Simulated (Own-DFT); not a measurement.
# Strain and stress in wurtzite AlGaN with randomly placed atoms, 72 atoms (Al27Ga9N36)

These are calculations, not measurements. They come from Own-DFT, an in-house plane-wave density functional program, since retired, whose code no person has reviewed. Each row is one single-point run on a periodic cell that was not relaxed, without spin or spin-orbit coupling.

Settings of every run: PBE; PseudoDojo norm-conserving scalar-relativistic files; cutoff 42 hartree; 4 x 4 x 3 k mesh centred on Gamma; Fermi-Dirac smearing of 0.1 eV.

Known limits: forces on such cells passed a denser k mesh, each cell not checked; stress not checked against mesh or cutoff.

Unstrained cell vectors in Å: (9.394, 0.000, 0.000); (-4.697, 8.135, 0.000); (0.000, 0.000, 10.066). The unstrained cell has measured lattice constants (interpolated for alloys), not those of this functional. That, the random moves and any unrelaxed bonds set the pressure at no strain. Each run strains this cell uniformly, with the atoms carried along. Every atom was also moved at random, by a Gaussian of width 0.05 Å on each axis. The random placing of the alloy's atoms differs from row to row. Strain is the symmetric tensor, in per cent. Stress is positive in tension, and the pressure is minus a third of its trace.

| run | e_xx (%) | e_yy (%) | e_zz (%) | s_xx (GPa) | s_yy (GPa) | s_zz (GPa) | P (GPa) | E (meV/atom) |
|---|---|---|---|---|---|---|---|---|
| 1 | 1.00 | 1.00 | 0.00 | -2.01 | -1.65 | -3.55 | 2.40 | 0.0 |
| 2 | -1.25 | -1.25 | 0.00 | -14.05 | -14.50 | -8.00 | 12.18 | 21.9 |
| 3 | 0.75 | 0.75 | 0.00 | -1.87 | -3.57 | -4.50 | 3.31 | 3.0 |
| 4 | -1.00 | -1.00 | 0.00 | -14.33 | -10.20 | -9.03 | 11.19 | 24.4 |
| 5 | 1.25 | 1.25 | 0.00 | -0.49 | 0.97 | -5.27 | 1.59 | 4.8 |
| 6 | 2.50 | 2.50 | 0.00 | 5.24 | 5.81 | -2.38 | -2.89 | 9.0 |
| 7 | -2.25 | -2.25 | 0.00 | -17.36 | -21.75 | -12.10 | 17.07 | 37.8 |
| 8 | 2.75 | 2.75 | 0.00 | 6.80 | 7.04 | -1.61 | -4.08 | 7.8 |
| 9 | -0.25 | -0.25 | 0.00 | ? | ? | ? | ? | ? |

E is the free energy for each atom above the lowest run shown.

## Worked fit

The change of volume is close to e_xx + e_yy + e_zz. A straight line through the runs shown gives P = 7.12 - 209 x (fractional change of volume) GPa, with an error of 6 on the slope and a scatter of 0.54 GPa. The strain isn't the same on all axes and the cell isn't cubic, so the slope belongs to this path and is not the bulk modulus.

## Withheld run

Question: what pressure should run 9 give? Its volume changes by -0.50 %.

The line gives 8.2 GPa. The calculation gave 7.37 GPa.
